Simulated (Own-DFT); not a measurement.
# What random displacements cost in zincblende GaP, 96 atoms (Ga48P48)

Calculated results; nothing here was measured. They come from Own-DFT, an in-house plane-wave density functional program, since retired, whose code no person has reviewed. Each row is one single-point run on a periodic cell that was not relaxed, without spin or spin-orbit coupling.

Settings of every run: PBE; PseudoDojo norm-conserving scalar-relativistic files; cutoff 42 hartree; 2 x 3 x 3 k mesh centred on Gamma; Fermi-Dirac smearing of 0.1 eV.

Known limits, some of them of some rows only: some atoms lie very close together; forces on such cells moved up to 12 meV/angstrom on a denser k mesh; forces on such cells passed a denser k mesh, each cell not checked; stress not checked against mesh or cutoff.

Cell vectors in Å: (16.352, 0.000, 0.000); (0.000, 10.901, 0.000); (0.000, 0.000, 10.901). In each run every atom was moved at random and independently from its ideal site; u is the rms move along one axis. E is the free energy for each atom above the fitted value at u = 0, and F the rms of the force components.

| run | u (Å) | E (meV/atom) | F (eV/Å) | largest force (eV/Å) | P (GPa) |
|---|---|---|---|---|---|
| 1 | 0.0201 | 6.7 | 0.291 | 1.04 | 2.72 |
| 2 | 0.0204 | ? | ? | ? | ? |
| 3 | 0.0207 | 6.6 | 0.275 | 0.92 | 2.72 |
| 4 | 0.0468 | 37.5 | 0.660 | 2.79 | 3.17 |
| 5 | 0.0499 | 41.0 | 0.697 | 2.58 | 3.19 |
| 6 | 0.0527 | 46.5 | 0.734 | 2.45 | 3.25 |
| 7 | 0.0987 | 147.5 | 1.319 | 5.84 | 4.63 |
| 8 | 0.1002 | 169.2 | 1.470 | 7.23 | 4.97 |
| 9 | 0.1508 | 433.5 | 2.855 | 16.08 | 8.86 |
| 10 | 0.1957 | 630.2 | 3.247 | 14.56 | 12.31 |

## Worked fit

For small independent moves the energy grows as E = (3/2) K u², with K the mean stiffness felt by one atom. The runs with u up to 0.11 Å give K = 10.9 ± 0.3 eV/Å², with residuals divided by u² + 0.0006 Å², since the noise grows with the moves. The scatter is 2.1 meV/atom at u = 0.05 Å. The forces follow F = G u with G = 14.0 eV/Å²; no force at u = 0 is resolved. G exceeds K because the moves of its neighbours add to the force on an atom, and stiffness differs between atoms. At u = 0.196 Å the parabola gives 627 meV/atom and the run 630. The pressure follows P = 2.65 + 218 u² GPa: at fixed volume, shortened bonds push harder than stretched ones pull.

## Withheld run

Question: what energy and rms force should run 2 give?

The fit gives 7 ± 1 meV/atom and about 0.29 eV/Å. The calculation gave 6.3 meV/atom and 0.275 eV/Å.
